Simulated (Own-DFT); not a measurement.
## Calculated data, GaP (zincblende, strained, atoms displaced)

A calculation, not a measurement: plane-wave PBE density functional theory by an unreviewed code, no spin, of a simulated periodic cell, stress positive in tension, free energy of the whole cell less one offset for each atom, forces on such cells passed a denser k mesh, this cell's mesh not checked; offsets are fitted by least squares, one for each functional and potential file, so energies compare only between cells with the same atoms and settings and are not formation energies; the far tail of each file's local potential was reset to the Coulomb form; each entry is a single point on an unrelaxed cell, so the pressure reflects the starting lattice, mostly measured values (interpolated for alloys), from which strain is counted, and rises with the displacements; printed positions are rounded, which can move forces by about a meV/angstrom; the program, named Own-DFT, is a retired in-house code; no spin-orbit coupling. Program: Own-DFT development build.

Common to all runs: functional PBE; potential files PseudoDojo norm-conserving, scalar-relativistic, standard set; wave cutoff 42 hartree; occupations Fermi-Dirac; smearing width 0.1 eV; hardware one NVIDIA H100; k mesh 3 x 3 x 3 centred on Gamma.

(1) GaP (zincblende, strained, atoms displaced)

```cif
# cell vector a (Å): 10.9189 -0.2180 0.1584
# cell vector b (Å): -0.2180 10.7082 -0.1687
# cell vector c (Å): 0.1584 -0.1687 11.0404
data_GaP
_symmetry_space_group_name_H-M 'P 1'
_symmetry_Int_Tables_number 1
_cell_length_a 10.9222
_cell_length_b 10.7117
_cell_length_c 11.0428
_cell_angle_alpha 91.794
_cell_angle_beta 88.330
_cell_angle_gamma 92.323
_cell_volume 1289.77
loop_
_atom_site_label
_atom_site_type_symbol
_atom_site_fract_x
_atom_site_fract_y
_atom_site_fract_z
_atom_site_occupancy
Ga1 Ga 0.99803 0.00337 0.99998 1
Ga2 Ga 0.00077 0.25409 0.24675 1
Ga3 Ga 0.24822 0.99391 0.25536 1
Ga4 Ga 0.25104 0.25099 0.99274 1
P1 P 0.12071 0.11348 0.11532 1
P2 P 0.12153 0.36388 0.37448 1
P3 P 0.37863 0.13077 0.37794 1
P4 P 0.37941 0.38407 0.12163 1
Ga5 Ga 0.99090 0.99876 0.49419 1
Ga6 Ga 0.00275 0.25096 0.75095 1
Ga7 Ga 0.25400 0.00365 0.75008 1
Ga8 Ga 0.25709 0.25419 0.49072 1
P5 P 0.11952 0.12865 0.62424 1
P6 P 0.11909 0.37844 0.88193 1
P7 P 0.36372 0.12411 0.88144 1
P8 P 0.37021 0.37220 0.62816 1
Ga9 Ga 0.00238 0.49917 0.99798 1
Ga10 Ga 0.00209 0.75448 0.25062 1
Ga11 Ga 0.25617 0.50683 0.25527 1
Ga12 Ga 0.25309 0.75175 0.99436 1
P9 P 0.12938 0.62444 0.12458 1
P10 P 0.13059 0.88463 0.36436 1
P11 P 0.37979 0.62606 0.37383 1
P12 P 0.37587 0.87815 0.12132 1
Ga13 Ga 0.99600 0.50322 0.49992 1
Ga14 Ga 0.99242 0.74553 0.74351 1
Ga15 Ga 0.25331 0.49582 0.74605 1
Ga16 Ga 0.25196 0.75271 0.49528 1
P13 P 0.12568 0.63263 0.62420 1
P14 P 0.11850 0.87563 0.87378 1
P15 P 0.37460 0.62399 0.87018 1
P16 P 0.37025 0.87621 0.63170 1
Ga17 Ga 0.49825 0.99461 0.99255 1
Ga18 Ga 0.49826 0.25549 0.25018 1
Ga19 Ga 0.75137 0.00643 0.24870 1
Ga20 Ga 0.75267 0.25161 0.99730 1
P17 P 0.62263 0.13177 0.12386 1
P18 P 0.62412 0.37360 0.37614 1
P19 P 0.87639 0.11668 0.37827 1
P20 P 0.87324 0.36458 0.12427 1
Ga21 Ga 0.49910 0.99619 0.50051 1
Ga22 Ga 0.49747 0.24682 0.75362 1
Ga23 Ga 0.74853 0.99771 0.74625 1
Ga24 Ga 0.75448 0.24842 0.50263 1
P21 P 0.62996 0.12711 0.62861 1
P22 P 0.62709 0.37535 0.88149 1
P23 P 0.87590 0.11607 0.87661 1
P24 P 0.87167 0.37256 0.62684 1
Ga25 Ga 0.50357 0.50618 0.00304 1
Ga26 Ga 0.49432 0.74375 0.25066 1
Ga27 Ga 0.74961 0.49837 0.24666 1
Ga28 Ga 0.74553 0.75775 0.00205 1
P25 P 0.62560 0.62482 0.12176 1
P26 P 0.63075 0.87575 0.36344 1
P27 P 0.87195 0.62045 0.37615 1
P28 P 0.86661 0.87606 0.12489 1
Ga29 Ga 0.49517 0.49642 0.50174 1
Ga30 Ga 0.49944 0.75527 0.74742 1
Ga31 Ga 0.75092 0.50065 0.74832 1
Ga32 Ga 0.75618 0.75017 0.49590 1
P29 P 0.61948 0.63002 0.62313 1
P30 P 0.62526 0.87297 0.87249 1
P31 P 0.87524 0.63020 0.87286 1
P32 P 0.87570 0.88632 0.62495 1
```

Results for GaP (zincblende, strained, atoms displaced): free energy of cell above offsets -31.750 eV; pressure 3.93 GPa; stress xx -3.82 GPa; stress yy -4.97 GPa; stress zz -2.98 GPa; stress yz -3.03 GPa; stress xz 2.31 GPa; stress xy -3.28 GPa; wall time 562.6 s.

Force:
```tsv
element	x (eV/Å)	y (eV/Å)	z (eV/Å)
Ga	-1.038	-1.329	-0.856
Ga	-0.299	-1.502	-0.611
Ga	1.834	2.523	-2.395
Ga	-1.128	0.934	1.469
P	1.538	1.806	1.944
P	0.865	1.775	0.399
P	0.202	-1.303	-0.547
P	-0.74	-1.027	0.659
Ga	1.566	0.439	0.144
Ga	-0.756	-0.02	0.156
Ga	-1.894	0.065	-0.206
Ga	-1.448	-0.306	0.906
P	1.113	-0.5	-0.585
P	1.354	-0.716	-1.229
P	2.06	-0.434	-0.754
P	0.92	-0.462	-0.255
Ga	-1.119	0.895	0.857
Ga	-0.533	-0.483	-0.659
Ga	-1.27	-0.952	-0.809
Ga	-0.74	0.19	-0.134
P	-0.12	0.153	0.352
P	-1.868	-2.176	2.954
P	-0.322	-0.381	1.534
P	0.03	-0.762	0.784
Ga	0.376	-0.43	-0.006
Ga	0.435	1.335	0.044
Ga	-1.273	0.744	0.509
Ga	-0.355	0.407	-0.134
P	0.247	-1.066	-0.304
P	0.543	-0.411	-0.212
P	0.584	-0.049	0.419
P	0.725	-0.225	-0.801
Ga	0.215	1.125	0.452
Ga	-0.133	0.074	-0.698
Ga	-0.633	0.369	-0.803
Ga	-0.539	-0.739	-0.565
P	0.064	-0.78	-0.078
P	0.474	0.062	0.463
P	-0.074	1.441	-0.592
P	0.648	1.371	0.377
Ga	0.481	0.236	-0.197
Ga	0.076	0.192	0.18
Ga	-0.338	0.756	0.436
Ga	-0.499	-0.019	-0.779
P	-0.742	-0.514	-0.049
P	-0.132	0.023	-0.608
P	-0.171	0.846	-0.295
P	0.906	0.346	0.304
Ga	-0.43	-0.128	-1.3
Ga	0.943	1.297	-1.21
Ga	-0.285	-0.118	-0.276
Ga	-0.012	-0.587	-0.746
P	0.487	0.316	0.992
P	-0.786	-0.544	1.297
P	0.917	0.259	-0.44
P	1.315	0.177	0.44
Ga	0.349	0.317	-0.079
Ga	-0.462	-0.374	-0.068
Ga	-0.741	0.306	0.064
Ga	-0.903	0.649	0.273
P	0.795	-0.458	-0.031
P	0.166	0.1	0.107
P	-0.429	-0.696	0.878
P	-0.015	-2.041	-0.08
```

(2) GaP (zincblende, strained, atoms displaced)

```cif
# cell vector a (Å): 10.9172 -0.1140 0.0668
# cell vector b (Å): -0.1140 11.1088 -0.1511
# cell vector c (Å): 0.0668 -0.1511 10.6988
data_GaP
_symmetry_space_group_name_H-M 'P 1'
_symmetry_Int_Tables_number 1
_cell_length_a 10.9180
_cell_length_b 11.1104
_cell_length_c 10.7001
_cell_angle_alpha 91.592
_cell_angle_beta 89.283
_cell_angle_gamma 91.191
_cell_volume 1297.08
loop_
_atom_site_label
_atom_site_type_symbol
_atom_site_fract_x
_atom_site_fract_y
_atom_site_fract_z
_atom_site_occupancy
Ga1 Ga 0.00025 0.99808 0.99346 1
Ga2 Ga 0.00124 0.25513 0.24983 1
Ga3 Ga 0.25085 0.00275 0.25420 1
Ga4 Ga 0.25481 0.25330 0.00176 1
P1 P 0.11776 0.12728 0.12488 1
P2 P 0.13528 0.37186 0.37454 1
P3 P 0.37470 0.12252 0.37342 1
P4 P 0.37254 0.37775 0.12658 1
Ga5 Ga 0.00562 0.00384 0.49415 1
Ga6 Ga 0.99673 0.25522 0.74858 1
Ga7 Ga 0.23897 0.99834 0.74012 1
Ga8 Ga 0.24737 0.25657 0.50135 1
P5 P 0.12387 0.12530 0.63178 1
P6 P 0.12001 0.37882 0.87947 1
P7 P 0.38124 0.12498 0.87615 1
P8 P 0.37741 0.37100 0.62375 1
Ga9 Ga 0.99589 0.49563 0.00738 1
Ga10 Ga 0.99420 0.74639 0.24441 1
Ga11 Ga 0.24917 0.49871 0.25045 1
Ga12 Ga 0.24132 0.74682 0.00078 1
P9 P 0.12116 0.62696 0.12009 1
P10 P 0.11492 0.87396 0.37253 1
P11 P 0.37509 0.62534 0.38101 1
P12 P 0.37529 0.86997 0.12918 1
Ga13 Ga 0.99981 0.50240 0.50183 1
Ga14 Ga 0.00259 0.75203 0.75058 1
Ga15 Ga 0.24336 0.50267 0.75780 1
Ga16 Ga 0.24645 0.75183 0.50364 1
P13 P 0.12327 0.62676 0.62245 1
P14 P 0.12604 0.87182 0.87053 1
P15 P 0.37298 0.62417 0.87380 1
P16 P 0.37436 0.87179 0.62576 1
Ga17 Ga 0.49823 0.99675 0.99866 1
Ga18 Ga 0.50062 0.26115 0.25705 1
Ga19 Ga 0.74964 0.00342 0.25151 1
Ga20 Ga 0.75319 0.24850 0.99981 1
P17 P 0.62218 0.12559 0.13551 1
P18 P 0.62690 0.37575 0.38444 1
P19 P 0.87404 0.11559 0.37619 1
P20 P 0.88860 0.37049 0.12632 1
Ga21 Ga 0.50358 0.00253 0.50957 1
Ga22 Ga 0.49902 0.25120 0.74842 1
Ga23 Ga 0.74627 0.99414 0.75000 1
Ga24 Ga 0.75174 0.25438 0.49950 1
P21 P 0.62543 0.11460 0.63068 1
P22 P 0.62660 0.38051 0.88030 1
P23 P 0.86980 0.12691 0.87037 1
P24 P 0.87645 0.38194 0.62481 1
Ga25 Ga 0.49651 0.49869 0.00090 1
Ga26 Ga 0.49609 0.75329 0.24963 1
Ga27 Ga 0.74896 0.49948 0.25379 1
Ga28 Ga 0.74306 0.75317 0.00312 1
P25 P 0.62299 0.62300 0.12608 1
P26 P 0.62117 0.87763 0.37534 1
P27 P 0.86853 0.63197 0.37606 1
P28 P 0.87725 0.87566 0.12127 1
Ga29 Ga 0.49369 0.49709 0.49458 1
Ga30 Ga 0.50713 0.75040 0.75008 1
Ga31 Ga 0.74871 0.49852 0.75614 1
Ga32 Ga 0.75015 0.75247 0.50615 1
P29 P 0.62426 0.63138 0.62056 1
P30 P 0.62145 0.87968 0.87754 1
P31 P 0.87710 0.62319 0.87247 1
P32 P 0.87288 0.87981 0.63259 1
```

Results for GaP (zincblende, strained, atoms displaced): free energy of cell above offsets -33.215 eV; pressure 3.09 GPa; stress xx -3.09 GPa; stress yy -1.76 GPa; stress zz -4.4 GPa; stress yz -2.14 GPa; stress xz 0.72 GPa; stress xy -1.72 GPa; wall time 520.3 s.

Force:
```tsv
element	x (eV/Å)	y (eV/Å)	z (eV/Å)
Ga	-0.272	0.435	-0.082
Ga	0.056	-1.035	0.831
Ga	-0.808	-0.436	-0.759
Ga	-0.788	-0.682	-0.409
P	1.132	-0.385	-0.19
P	-1.452	0.637	0.281
P	0.494	0.842	1.094
P	0.683	-0.075	0.314
Ga	-0.794	-0.131	0.983
Ga	-0.168	-0.113	0.167
Ga	1.435	-0.066	0.929
Ga	0.444	-1.417	0.044
P	-0.255	0.81	-1.04
P	0.597	-0.679	-0.037
P	-1.014	-0.244	-0.222
P	-0.335	0.771	0.75
Ga	0.108	1.119	-1.116
Ga	-0.184	0.362	0.048
Ga	0.013	1.025	-0.155
Ga	0.99	0.592	-0.44
P	0.155	-0.805	1.087
P	1.311	-0.43	-0.045
P	-0.354	0.118	-0.726
P	-0.718	0.482	-0.627
Ga	-0.002	0.105	-1.035
Ga	-0.884	-0.36	-0.435
Ga	0.175	-0.279	-1.019
Ga	-0.153	0.152	-0.695
P	0.312	-0.201	0.653
P	0.301	0.442	0.673
P	0.521	0.369	0.407
P	0.2	0.38	0.295
Ga	-0.356	0.677	0.867
Ga	-0.495	-0.846	-0.408
Ga	-0.428	-0.834	-0.483
Ga	-0.615	0.068	0.539
P	0.173	0.338	-0.867
P	0.251	0.196	-0.546
P	0.529	1.821	0.215
P	-2.177	0.239	0.607
Ga	-1.151	-0.602	-1.282
Ga	0.513	-0.15	0.217
Ga	-0.028	0.64	0.432
Ga	0.096	-1.128	0.461
P	0.695	1.927	0.117
P	-0.13	-1.037	-0.146
P	0.586	-0.414	0.093
P	-0.204	-0.636	0.152
Ga	-0.232	0.52	-0.134
Ga	0.325	-0.595	0.383
Ga	0.17	-0.116	-0.527
Ga	0.447	-0.356	-0.52
P	0.026	0.028	0.327
P	0.604	-0.212	0.319
P	0.773	-0.799	0.129
P	-0.429	0.131	0.292
Ga	0.254	0.65	0.832
Ga	-1.028	0.023	0.059
Ga	-0.229	0.766	-0.803
Ga	-0.233	0.894	-0.533
P	0.002	-1.505	0.507
P	0.552	-0.808	0.125
P	-0.11	0.365	0.914
P	1.101	-0.55	-0.859
```

(3) GaP (zincblende, strained, atoms displaced)

```cif
# cell vector a (Å): 11.0752 -0.0740 -0.0728
# cell vector b (Å): -0.0740 10.9971 -0.0387
# cell vector c (Å): -0.0728 -0.0387 10.7847
data_GaP
_symmetry_space_group_name_H-M 'P 1'
_symmetry_Int_Tables_number 1
_cell_length_a 11.0757
_cell_length_b 10.9974
_cell_length_c 10.7850
_cell_angle_alpha 90.405
_cell_angle_beta 90.762
_cell_angle_gamma 90.767
_cell_volume 1313.39
loop_
_atom_site_label
_atom_site_type_symbol
_atom_site_fract_x
_atom_site_fract_y
_atom_site_fract_z
_atom_site_occupancy
Ga1 Ga 0.00408 0.00790 0.99760 1
Ga2 Ga 0.00785 0.25810 0.25662 1
Ga3 Ga 0.24920 0.00177 0.25396 1
Ga4 Ga 0.24141 0.25123 0.99631 1
P1 P 0.11645 0.12106 0.11815 1
P2 P 0.13011 0.37175 0.37959 1
P3 P 0.37428 0.11928 0.37734 1
P4 P 0.37254 0.38138 0.12606 1
Ga5 Ga 0.99618 0.99368 0.50476 1
Ga6 Ga 0.00362 0.25551 0.75324 1
Ga7 Ga 0.24868 0.00004 0.75534 1
Ga8 Ga 0.25342 0.24752 0.49542 1
P5 P 0.12482 0.12687 0.63015 1
P6 P 0.12514 0.37505 0.88222 1
P7 P 0.36767 0.12760 0.87013 1
P8 P 0.38160 0.37504 0.63015 1
Ga9 Ga 0.00081 0.50137 0.99851 1
Ga10 Ga 0.00241 0.75242 0.25639 1
Ga11 Ga 0.24673 0.49592 0.25286 1
Ga12 Ga 0.25823 0.74949 0.00096 1
P9 P 0.12574 0.62297 0.12543 1
P10 P 0.12753 0.87618 0.37888 1
P11 P 0.37772 0.62109 0.37179 1
P12 P 0.37710 0.86525 0.12471 1
Ga13 Ga 0.99727 0.49894 0.49997 1
Ga14 Ga 0.00467 0.75938 0.74697 1
Ga15 Ga 0.25352 0.49767 0.74279 1
Ga16 Ga 0.25734 0.74395 0.50018 1
P13 P 0.12359 0.62402 0.62627 1
P14 P 0.12467 0.88233 0.88449 1
P15 P 0.36420 0.62373 0.87355 1
P16 P 0.37769 0.88310 0.61259 1
Ga17 Ga 0.49131 0.99018 0.99352 1
Ga18 Ga 0.49679 0.24887 0.24421 1
Ga19 Ga 0.74705 0.00103 0.24994 1
Ga20 Ga 0.74435 0.24412 0.99781 1
P17 P 0.62107 0.13070 0.12339 1
P18 P 0.62875 0.36794 0.38084 1
P19 P 0.87504 0.13086 0.37649 1
P20 P 0.88106 0.37667 0.12491 1
Ga21 Ga 0.50659 0.99976 0.48951 1
Ga22 Ga 0.49941 0.24454 0.75703 1
Ga23 Ga 0.74956 0.99896 0.74656 1
Ga24 Ga 0.75211 0.25517 0.49628 1
P21 P 0.61983 0.11629 0.63051 1
P22 P 0.62391 0.37350 0.87217 1
P23 P 0.87435 0.12822 0.87585 1
P24 P 0.88187 0.37347 0.62706 1
Ga25 Ga 0.49534 0.49452 0.99917 1
Ga26 Ga 0.50301 0.74449 0.25487 1
Ga27 Ga 0.76326 0.50390 0.25714 1
Ga28 Ga 0.74975 0.74547 0.00142 1
P25 P 0.62300 0.62672 0.12546 1
P26 P 0.62619 0.86174 0.37581 1
P27 P 0.88472 0.63012 0.37485 1
P28 P 0.86723 0.87593 0.11766 1
Ga29 Ga 0.49889 0.49907 0.50227 1
Ga30 Ga 0.50544 0.74822 0.75490 1
Ga31 Ga 0.74891 0.50581 0.75409 1
Ga32 Ga 0.74670 0.75120 0.49977 1
P29 P 0.62835 0.62777 0.62597 1
P30 P 0.63459 0.87548 0.87076 1
P31 P 0.88002 0.61963 0.87489 1
P32 P 0.86936 0.87060 0.62352 1
```

Results for GaP (zincblende, strained, atoms displaced): free energy of cell above offsets -33.433 eV; pressure 2.05 GPa; stress xx -1.27 GPa; stress yy -1.78 GPa; stress zz -3.09 GPa; stress yz -0.77 GPa; stress xz -1.44 GPa; stress xy -1.22 GPa; wall time 525.6 s.

Force:
```tsv
element	x (eV/Å)	y (eV/Å)	z (eV/Å)
Ga	-1.985	-1.179	-0.444
Ga	-0.895	-1.01	-1.027
Ga	-0.381	-0.518	-1.024
Ga	0.818	-0.494	0.81
P	1.703	1.418	2.051
P	0.056	0.828	0.383
P	0.56	0.895	-0.662
P	-0.325	-1.106	-0.004
Ga	0.224	0.83	-0.274
Ga	-0.124	-0.572	-0.001
Ga	-0.149	-0.419	-1.188
Ga	0.098	-0.174	1.148
P	-0.05	-0.186	-0.392
P	0.07	0.903	-1.095
P	0.499	-0.132	1.229
P	-0.362	-0.541	-0.551
Ga	0.104	-0.227	0.39
Ga	0.154	0.52	-1.394
Ga	0.014	0.416	-0.335
Ga	-1.477	-0.383	-0.044
P	0.101	0.568	0.259
P	0.054	-0.147	0.199
P	-0.239	-0.177	0.448
P	0.236	1.111	1.037
Ga	0.399	-0.033	0.116
Ga	-0.193	-0.646	0.523
Ga	-0.848	-0.244	0.413
Ga	-0.421	0.242	0.016
P	0.356	0.217	-0.221
P	0.496	-0.889	-0.629
P	1.53	0.029	-0.157
P	-0.062	-0.742	1.491
Ga	0.683	0.704	0.035
Ga	-0.141	0.293	0.552
Ga	0.094	-0.005	-0.169
Ga	0.638	0.818	0.219
P	-0.389	-1.329	-0.069
P	-0.793	1.376	-1.002
P	0.307	-0.731	-0.099
P	-0.55	-0.292	0.09
Ga	0.01	-0.408	0.433
Ga	0.12	0.004	-0.702
Ga	0.525	0.257	0.142
Ga	0.184	-1.071	1.317
P	0.544	1.148	-0.766
P	0.169	0.276	0.47
P	0.031	-0.153	-0.524
P	-0.981	0.519	0.087
Ga	0.339	0.709	-0.266
Ga	-0.394	-0.212	-0.849
Ga	-1.059	-0.601	-0.74
Ga	-0.028	-0.272	-0.528
P	0.349	-0.89	0.108
P	0.078	1.815	-0.414
P	-0.778	-0.06	0.926
P	1.211	0.392	0.914
Ga	0.595	-0.116	-0.16
Ga	-0.83	0.366	-0.607
Ga	0.244	-0.781	-0.63
Ga	0.672	-0.996	0.049
P	-0.371	-0.4	-0.022
P	-0.819	-0.276	0.814
P	-0.086	1.266	-0.035
P	0.463	0.493	0.36
```
